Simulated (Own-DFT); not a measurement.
Ge (diamond germanium, strained, atoms displaced), Ge (diamond germanium, atoms displaced), Si (diamond silicon, atoms displaced), Si (diamond silicon, strained, atoms displaced) (calculated)

Computed with Own-DFT development build. A calculation, not a measurement: plane-wave PBE density functional theory by an unreviewed code, no spin, of a simulated periodic cell, stress positive in tension, free energy of the whole cell less one offset for each atom, k mesh not checked against a denser one; offsets are fitted by least squares, one for each functional and potential file, so energies compare only between cells with the same atoms and settings and are not formation energies; the far tail of each file's local potential was reset to the Coulomb form; each entry is a single point on an unrelaxed cell, so the pressure reflects the starting lattice, mostly measured values (interpolated for alloys), from which strain is counted, and rises with the displacements; printed positions are rounded, which can move forces by about a meV/angstrom; the program, named Own-DFT, is a retired in-house code; no spin-orbit coupling; before rounding, a Quantum ESPRESSO 7.3.1 run of the same cell and cutoff gave forces within 1 meV/angstrom rms on each cell, which checks the program and not the settings.

Settings shared by all entries: functional PBE; potential files PseudoDojo norm-conserving, scalar-relativistic, standard set; occupations Fermi-Dirac; smearing width 0.1 eV.

(1) 
```xyz
16
Lattice="-0.0151 5.7199 5.6464 5.7870 -0.0045 5.6358 5.7284 5.6508 0.0541" Properties=species:S:1:pos:R:3:force_x:R:1:force_y:R:1:force_z:R:1 formula=Ge wave_cutoff=42 k_mesh=5_x_5_x_5_centred_on_Gamma free_energy_of_cell_above_offsets=-2.037 pressure=3.42 stress_xx=-2.67 stress_yy=-3.42 stress_zz=-4.16 stress_yz=2.01 stress_xz=-0.66 stress_xy=-2.15
Ge     5.7728     5.7126    11.2358     -0.502      0.085      0.032
Ge     0.0396     2.8671     2.7859      0.412     -1.044      0.647
Ge     2.9745     0.0447     2.8730      0.001     -0.647     -0.816
Ge     2.8400     2.8763     0.1776     -0.373     -1.175     -2.127
Ge     1.4366     1.3023     1.3892      0.249       0.63      0.664
Ge     1.4145     4.3431     4.2321     -0.246     -1.198      0.341
Ge     4.3817     1.4854     4.1985     -0.795     -0.413      1.165
Ge     4.3278     4.1744     1.3824      0.074      1.188       1.24
Ge     5.7538     5.7703     5.6913       0.23     -0.986      0.006
Ge     5.7306     2.8635     2.9104      1.255      0.413     -1.129
Ge     8.5282     5.6798     8.4904       1.88     -0.225     -0.565
Ge     8.5853     8.5188     5.6980      0.655      0.418     -0.121
Ge     7.2386     7.0991     7.1040      -1.04      0.677      0.065
Ge     7.2212     4.2953     4.2445     -0.027     -0.087      0.972
Ge     4.3263     7.0052     4.2135     -0.793       1.31      0.383
Ge     4.4159     4.2026     7.1111      -0.98      1.054     -0.758
```

Units: wave_cutoff in hartree; free_energy_of_cell_above_offsets in eV; pressure, stress_xx, stress_yy, stress_zz, stress_yz, stress_xz, stress_xy in GPa; force_x, force_y, force_z in eV/Å.

(2) 
```xyz
16
Lattice="0.0000 5.6580 5.6580 5.6580 0.0000 5.6580 5.6580 5.6580 0.0000" Properties=species:S:1:pos:R:3:force_x:R:1:force_y:R:1:force_z:R:1 formula=Ge wave_cutoff=42 k_mesh=5_x_5_x_5_centred_on_Gamma free_energy_of_cell_above_offsets=-2.737 pressure=3.94 stress_xx=-3.97 stress_yy=-3.89 stress_zz=-3.95 stress_yz=-0.05 stress_xz=-0.16 stress_xy=-0.35
Ge    11.2809     5.6627     5.6837     -0.025     -0.021     -0.273
Ge     5.6548     2.8228     8.4721      0.024      0.172      0.244
Ge     2.8478     5.6613     8.4939      0.127      0.157     -0.313
Ge     2.8285     2.8334     0.0067     -0.398     -0.337     -0.332
Ge     1.3801     1.3742     1.4316      0.461      0.407     -0.157
Ge     1.3928     4.3215     4.2168     -0.039     -0.763      0.354
Ge     4.2154     1.4389     4.2645      0.504     -0.192     -0.346
Ge     4.2591     4.1942     1.3989     -0.466      0.523      0.346
Ge     5.6473     5.6635     5.6314      0.337     -0.132       0.16
Ge     5.6556     2.8444     2.8237      0.249     -0.425      0.077
Ge     8.4795     5.6820     8.5087        0.3     -0.319     -0.716
Ge     2.8537     2.8355     5.6316      -0.76      0.527      0.225
Ge     7.0776     7.0544     7.0492      0.001      0.375      0.055
Ge     7.0759     4.2908     4.1960      0.034     -0.548      0.489
Ge     4.2544     7.0335     4.2364     -0.208      0.779      0.071
Ge     4.2623     4.2571     7.0510     -0.142     -0.199      0.116
```

Units: wave_cutoff in hartree; free_energy_of_cell_above_offsets in eV; pressure, stress_xx, stress_yy, stress_zz, stress_yz, stress_xz, stress_xy in GPa; force_x, force_y, force_z in eV/Å.

(3) 
```xyz
64
Lattice="10.8620 0.0000 0.0000 0.0000 10.8620 0.0000 0.0000 0.0000 10.8620" Properties=species:S:1:pos:R:3:force_x:R:1:force_y:R:1:force_z:R:1 formula=Si wave_cutoff=20 k_mesh=3_x_3_x_3_centred_on_Gamma free_energy_of_cell_above_offsets=6.128 pressure=4.16 stress_xx=-4.46 stress_yy=-3.69 stress_zz=-4.33 stress_yz=-0.02 stress_xz=-1.11 stress_xy=-1.21
Si     0.1248     0.2239     0.0633     -1.981      -1.17     -0.781
Si    10.7790     2.6033     2.7689      0.044      2.544      0.138
Si     2.6604    10.8458     2.7005      1.481      1.046      0.227
Si     2.6572     2.8033    10.8394     -0.582     -1.109     -0.011
Si     1.3353     1.4945     1.5312      1.467     -0.729     -1.749
Si     1.5129     3.9611     4.0027     -3.864      1.552     -1.164
Si     4.1171     1.4945     4.1065      0.304     -2.448       -1.3
Si     3.9412     4.0229     1.3034      1.199     -0.516      1.347
Si    10.8521    10.8604     5.4978      -0.95     -0.547     -0.852
Si    10.8013     2.4954     8.2765      2.808      4.106     -3.072
Si     2.6389     0.0041     8.2318       0.28     -0.086      0.209
Si     2.6756     2.7355     5.2137      1.119     -1.413      4.458
Si     1.2830     1.2781     6.7821       1.32      1.273       0.39
Si     1.3570     4.1625     9.5022      -0.35     -0.389     -0.802
Si     4.1344     1.3671     9.6752      -2.73      1.135     -2.075
Si     4.0728     4.1486     6.6463     -0.817     -1.007      2.026
Si     0.0132     5.5609    10.8472     -0.406     -2.727      -0.17
Si    10.8129     8.3951     2.6524      0.705     -2.732      0.823
Si     2.7462     5.2961     2.7353      0.023      2.027     -0.711
Si     2.8935     8.1910     0.0348     -1.548      -0.94     -0.632
Si     1.3128     6.7111     1.2807       1.89      2.527      2.212
Si     1.3522     9.6123     4.0755     -0.656     -0.516      0.169
Si     4.2233     6.7427     4.0020     -1.968      0.196      1.496
Si     4.1936     9.6167     1.3209      -2.64     -2.697      3.305
Si    10.7877     5.2793     5.2761      1.913      0.174      1.086
Si     0.0284     8.1380     7.9678     -0.676     -0.336      2.646
Si     2.8193     5.6107     8.2080     -1.482     -2.604       -1.7
Si     2.5795     8.2667     5.4820       0.75     -1.861     -1.303
Si     1.3713     6.7751     6.8438     -0.063     -0.754     -1.819
Si     1.1771     9.4336     9.6195      1.559      0.224      -0.42
Si     4.1343     6.6154     9.5692        1.2      3.728      0.143
Si     3.9374     9.5739     6.7005      1.158      0.727      0.793
Si     5.1991    10.8088    10.8441      5.048      1.194     -0.947
Si     5.4491     2.6646     2.6679     -0.831      1.633      0.046
Si     8.1404     0.1734     2.7630     -1.197     -1.473     -2.077
Si     8.3133     2.7817     0.2381     -2.015     -0.967     -3.814
Si     6.7838     1.5272     1.2608     -0.331     -2.377      0.471
Si     6.6464     4.1471     4.0551      1.392      0.218      0.512
Si     9.4956     1.3167     4.0446     -0.063      0.518      2.687
Si     9.5051     4.0979     1.3520      2.163      2.225      1.953
Si     5.4708    10.7612     5.2545     -2.391      1.648      1.875
Si     5.5074     2.6562     8.3611     -1.504     -0.186      -2.68
Si     7.9494     0.2159     8.0909      1.028      -1.67      0.756
Si     8.1544     2.7392     5.5333     -1.549     -0.694     -2.302
Si     6.6057     1.3743     6.6640       0.34      0.403       0.28
Si     6.7418     4.0027     9.5693      1.794      1.725      1.378
Si     9.4055     1.5133     9.4197     -2.089      -2.59      3.327
Si     9.4813     4.0304     6.7005      0.716      0.574      2.421
Si     5.2918     5.3665     0.1282      2.103     -0.191     -0.153
Si     5.4490     8.0947     2.6748     -0.454      1.646     -0.033
Si     8.1516     5.5601     2.6333     -0.052     -2.163      1.223
Si     8.1155     7.9844    10.8176      0.377      1.011      -0.36
Si     6.7601     6.7945     1.4538     -0.269     -0.265     -2.286
Si     6.7007     9.5925     3.9249      2.094     -1.636      -0.32
Si     9.5054     6.6795     4.0646      -0.05      2.637     -0.416
Si     9.4596     9.5582     1.3189     -0.784      1.153     -0.928
Si     5.4724     5.5850     5.6512      0.108     -0.679     -2.196
Si     5.5573     8.4376     8.0216     -2.572     -2.707     -0.854
Si     8.1273     5.5450     8.1879     -1.162     -3.133     -1.186
Si     8.0621     8.1681     5.4263      1.057      0.337     -0.579
Si     6.8391     6.8736     6.8755     -0.015      1.016      0.167
Si     6.7083     9.4895     9.4748      1.732      1.706      1.867
Si     9.5497     6.5708     9.4078      0.552      3.482      0.486
Si     9.5009     9.5184     6.9095     -1.684      0.924     -1.227
```

Units: wave_cutoff in hartree; free_energy_of_cell_above_offsets in eV; pressure, stress_xx, stress_yy, stress_zz, stress_yz, stress_xz, stress_xy in GPa; force_x, force_y, force_z in eV/Å.

(4) 
```xyz
64
Lattice="10.7855 0.1407 0.0003 0.1407 10.6706 -0.0955 0.0003 -0.0955 10.9124" Properties=species:S:1:pos:R:3:force_x:R:1:force_y:R:1:force_z:R:1 formula=Si wave_cutoff=20 k_mesh=3_x_3_x_3_centred_on_Gamma free_energy_of_cell_above_offsets=-1.684 pressure=4.65 stress_xx=-4.73 stress_yy=-5.77 stress_zz=-3.46 stress_yz=-1.71 stress_xz=-1.04 stress_xy=1.96
Si     0.0643    -0.0745    10.8695      -1.16      0.189      0.895
Si    10.8036     2.7551     2.6766      0.714      0.569      1.311
Si     2.7200     0.0432     2.8096     -1.055     -1.177     -1.243
Si     2.7857     2.5696    10.8804     -0.876      0.551      -0.06
Si     1.3733     1.3721     1.3649      0.724     -0.695     -0.347
Si     1.4014     3.9966     4.1364     -0.022     -0.028     -0.745
Si     4.0708     1.3085     4.0313      0.433      1.082       1.69
Si     4.0631     4.0569     1.3483      0.229      0.092     -0.786
Si    10.7501     0.1469     5.4644      0.622     -0.942     -0.008
Si    10.7491     2.7389     8.1627      0.534      0.317      0.136
Si     2.5735     0.0069     8.0546      2.257     -1.769      2.348
Si     2.7631     2.7275     5.5543     -1.491     -2.297     -2.009
Si     1.3375     1.2835     6.8565     -0.816      1.632     -1.631
Si     1.3101     3.9518     9.5262      1.567     -0.287     -0.601
Si     4.1106     1.2319     9.5466     -1.299      0.365     -1.308
Si     4.1267     3.9164     6.6973      0.904      1.497      2.082
Si     0.1284     5.3950     0.0111     -1.221     -0.789      -0.26
Si    10.8764     8.0598     2.6930     -0.455     -0.246     -1.333
Si     2.7976     5.3606     2.7161     -0.223       0.22      0.897
Si     2.8177     8.1576    -0.0086      0.307     -1.861     -0.648
Si     1.4948     6.6326     1.2635      0.524       1.29      0.889
Si     1.4101     9.2330     3.9583      0.978      1.193      0.894
Si     4.2261     6.7160     4.1224     -0.436     -0.622     -1.027
Si     4.2477     9.3903     1.2454     -0.917      0.798      0.687
Si    10.8267     5.4474     5.4956     -0.167      0.115     -0.474
Si    10.8701     8.1341     8.0812      0.807     -0.036      0.215
Si     2.8442     5.3344     8.1040     -1.069     -1.161      0.061
Si     2.8304     7.9688     5.4014     -0.498      0.593     -0.299
Si     1.4944     6.6669     6.7540     -0.422     -0.222      0.296
Si     1.4996     9.2717     9.5082      0.019      0.198     -1.514
Si     4.1857     6.5740     9.4358     -0.614      1.071       1.21
Si     4.2115     9.2735     6.7389     -0.753      0.774       0.06
Si     5.4980    10.6112    10.7638      1.743     -0.113      1.009
Si     5.3607     2.7126     2.6441      0.915     -0.434      0.645
Si     8.1428     0.0856     2.7828      0.729      0.089      0.173
Si     8.0832     2.8232    -0.0179      0.595     -0.648      0.913
Si     6.8222     1.3322     1.4331     -0.896       0.82     -1.418
Si     6.8139     4.0391     3.9971      0.102      -0.08     -0.038
Si     9.5094     1.5275     4.1537     -0.246     -0.874     -1.165
Si     9.5226     4.1388     1.4490      0.005     -0.027     -2.112
Si     5.5496    10.6508     5.4120     -0.482      0.101     -0.952
Si     5.3802     2.6495     8.1994      0.761     -0.413     -0.584
Si     8.2594    10.6558     7.9772     -0.968      1.163      1.793
Si     8.1551     2.7418     5.4745     -1.398      0.093     -0.838
Si     6.7700     1.3434     6.6991     -0.064        0.4      1.381
Si     6.8061     3.9752     9.4772     -0.192      1.031     -0.021
Si     9.4782     1.4262     9.5151     -0.717     -0.882      0.152
Si     9.4412     4.0159     6.7698      1.136      0.708      0.161
Si     5.4550     5.4307    -0.0024       0.41     -0.524     -0.215
Si     5.4476     8.0965     2.6672      1.063      -0.24       0.49
Si     8.2371     5.4588     2.6951     -2.083     -0.064     -0.196
Si     8.3032     8.1023    -0.0321      -1.51     -1.388     -1.567
Si     6.8360     6.8288     1.2761      0.299     -0.619      0.433
Si     6.9126     9.4495     3.9745     -0.584     -0.533       0.06
Si     9.4716     6.7567     4.0074      1.477     -0.069      0.821
Si     9.4966     9.3851     1.2091      2.374      1.809      1.631
Si     5.4810     5.2843     5.4444     -0.043     -0.349     -0.963
Si     5.4595     7.9639     8.1342      1.323      0.007      0.166
Si     8.2510     5.3762     8.1151     -1.436      0.202       0.41
Si     8.2099     8.0774     5.3192     -1.024     -0.244      0.648
Si     6.7789     6.6261     6.6711      1.251      1.118       1.08
Si     6.9531     9.3031     9.5101     -0.368      0.071       -1.1
Si     9.6302     6.7209     9.4200     -0.299     -0.104      0.608
Si     9.5230     9.4023     6.6904      1.001     -0.419     -0.783
```

Units: wave_cutoff in hartree; free_energy_of_cell_above_offsets in eV; pressure, stress_xx, stress_yy, stress_zz, stress_yz, stress_xz, stress_xy in GPa; force_x, force_y, force_z in eV/Å.

(5) 
```xyz
16
Lattice="-0.1271 5.7041 5.5855 5.6750 -0.0871 5.5455 5.6833 5.6723 -0.0953" Properties=species:S:1:pos:R:3:force_x:R:1:force_y:R:1:force_z:R:1 formula=Ge wave_cutoff=42 k_mesh=5_x_5_x_5_centred_on_Gamma free_energy_of_cell_above_offsets=-2.286 pressure=2.99 stress_xx=-2.63 stress_yy=-2.42 stress_zz=-3.91 stress_yz=0.16 stress_xz=-2.34 stress_xy=-1.99
Ge    11.3067     5.6174     5.4723      0.496     -0.888     -0.217
Ge     5.5958     2.8560     8.3964      -0.35     -1.105     -1.284
Ge     2.7705     5.5933     8.3477       -0.6      0.259      0.055
Ge     8.4959     2.7794     5.5344     -0.239     -1.081     -0.343
Ge     1.3837     1.3781     1.4216      0.255       0.52      0.384
Ge     1.3975     4.2001     4.1235     -0.489      1.447      0.979
Ge     4.1915     1.3893     4.2323      -0.06     -0.501     -0.333
Ge     4.2658     4.1645     1.3465      0.384      0.647      0.096
Ge     5.6236     5.7241     5.5067      0.244     -1.054     -0.625
Ge     5.6155     2.6961     2.7673      0.721     -0.111      -0.56
Ge     2.7584     5.5787     2.6815      0.894      0.885      0.381
Ge     8.4023     8.4776     5.4613      0.542      0.168     -0.017
Ge     7.1083     7.0387     6.8463     -0.825     -0.053      1.127
Ge     7.1093     4.1134     4.0591     -0.391      0.954      0.363
Ge     4.2309     7.1596     4.1366     -1.053     -0.339     -0.196
Ge     4.1806     4.2296     6.8849      0.472      0.251      0.191
```

Units: wave_cutoff in hartree; free_energy_of_cell_above_offsets in eV; pressure, stress_xx, stress_yy, stress_zz, stress_yz, stress_xz, stress_xy in GPa; force_x, force_y, force_z in eV/Å.

(6) 
```xyz
64
Lattice="11.0328 0.1013 0.0605 0.1013 11.0405 0.1845 0.0605 0.1845 11.0322" Properties=species:S:1:pos:R:3:force_x:R:1:force_y:R:1:force_z:R:1 formula=Si wave_cutoff=20 k_mesh=3_x_3_x_3_centred_on_Gamma free_energy_of_cell_above_offsets=-1.927 pressure=-1.29 stress_xx=1.3 stress_yy=1.37 stress_zz=1.22 stress_yz=3.74 stress_xz=0.18 stress_xy=2.49
Si    10.9541     0.1127     0.1169      1.763     -0.136     -0.022
Si     0.1213     2.7567     2.8582     -1.277      0.043     -0.924
Si     2.7559     0.1354     2.7934     -0.354     -1.155      0.005
Si     2.8459     2.7663     0.0685      0.053      0.565      0.123
Si     1.4196     1.4179     1.3954     -0.406     -0.041     -0.217
Si     1.4306     4.1587     4.1094      0.465      1.077      1.093
Si     4.1519     1.4302     4.0827      0.716      0.754      1.288
Si     4.2006     4.3193     1.4977     -0.084      -1.42     -0.329
Si    10.9511     0.2033     5.4909      1.606     -0.792      1.336
Si    11.0626     3.0481     8.3638      1.018     -0.941      0.989
Si     2.8326     0.1672     8.2648      0.257     -0.229       0.12
Si     2.8457     2.8889     5.5447      -0.06     -0.423     -0.441
Si     1.4950     1.5272     6.9202     -1.264       0.03      -0.53
Si     1.4884     4.3246     9.7680     -0.266      0.119     -0.431
Si     4.2195     1.5917     9.6451       0.09     -0.516      0.368
Si     4.1382     4.2943     6.9235      0.841      0.255     -0.103
Si     0.0838     5.6026     0.1209      0.481     -0.451        0.2
Si     0.1077     8.3884     2.8343      0.556     -1.216      0.754
Si     2.8549     5.6433     2.8339      0.139     -0.603      1.014
Si     2.8180     8.5206    11.0784      1.153      -0.38      1.346
Si     1.5247     6.9387     1.5738     -1.096      0.798     -1.487
Si     1.4844     9.6334     4.2800     -0.661      1.771     -0.195
Si     4.1842     7.0608     4.2190      0.775     -0.205      0.467
Si     4.1739     9.7315     1.6513      0.287     -0.157     -1.199
Si     0.0903     5.6140     5.6077      0.335      0.053      0.244
Si     0.1396     8.3369     8.3943     -0.553      2.308      0.492
Si     2.8767     5.7081     8.3424      0.168      0.068       0.77
Si     2.8499     8.4290     5.6483      0.646      -0.37      0.555
Si     1.5078     7.1567     7.1090      0.321     -1.713     -1.683
Si     1.4918     9.8803     9.8087     -0.776       0.21     -0.513
Si     4.3356     7.1723     9.7475     -1.945      -1.96      1.524
Si     4.3090     9.7448     7.0640     -0.539      0.972     -0.571
Si     5.6993    11.1919    11.2074     -0.647      0.798      0.982
Si     5.5794     2.8759     2.8395      0.267       0.05     -0.079
Si     8.2763     0.1748     2.8024      1.306     -0.914       0.22
Si     8.2894     3.0961    11.0629      1.503     -1.497      1.605
Si     6.9337     1.3861     1.4604     -1.036      1.249     -1.192
Si     7.0305     4.3264     4.2411     -0.659      -0.68     -0.444
Si     9.6332     1.5291     4.2421     -0.269      0.735     -0.845
Si     9.7207     4.2794     1.4596     -0.053     -0.494      0.142
Si     5.7471    11.1755     5.7306     -0.784       0.11      0.065
Si     5.5641     2.9634     8.3102      0.351      0.427       0.13
Si     8.4144    11.2370     8.5952      0.042      0.173      0.269
Si     8.2647     2.8916     5.6218          1      0.706      0.233
Si     6.9733     1.5431     6.9821     -0.585     -0.168      0.243
Si     7.0055     4.3854     9.8081     -1.304      0.529     -1.514
Si     9.7282     1.5848     9.8341     -0.879      1.284      -1.37
Si     9.6936     4.3451     7.0844     -0.522      0.288     -1.146
Si     5.6047     5.5629     0.1585      0.075      0.922     -0.293
Si     5.7013     8.4431     2.9481     -0.642      -0.05      0.227
Si     8.3344     5.6663     2.8177      1.311     -0.385      1.103
Si     8.3374     8.3733     0.1876      0.937      -0.85      0.716
Si     6.9678     6.9654     1.6047     -0.518      0.698     -1.203
Si     7.1003     9.8181     4.3746     -1.263      0.556     -1.047
Si     9.7618     7.0878     4.2802     -0.375      0.038      -0.16
Si     9.8077     9.7373     1.5651     -1.685        0.5      0.206
Si     5.6458     5.6486     5.5791     -0.431      0.478      0.654
Si     5.5322     8.4022     8.4512      3.029      0.967     -0.957
Si     8.3209     5.7867     8.4008      2.134     -1.378      1.982
Si     8.3576     8.5295     5.6537      1.341     -1.442      1.482
Si     7.1167     6.9922     7.1012     -2.587      2.104     -2.118
Si     7.0390     9.8243     9.9426     -0.758      0.105     -1.602
Si     9.8345     7.2005     9.8180     -1.192       -0.6      0.219
Si     9.7099     9.9099     7.1623      0.498     -0.575     -0.551
```

Units: wave_cutoff in hartree; free_energy_of_cell_above_offsets in eV; pressure, stress_xx, stress_yy, stress_zz, stress_yz, stress_xz, stress_xy in GPa; force_x, force_y, force_z in eV/Å.
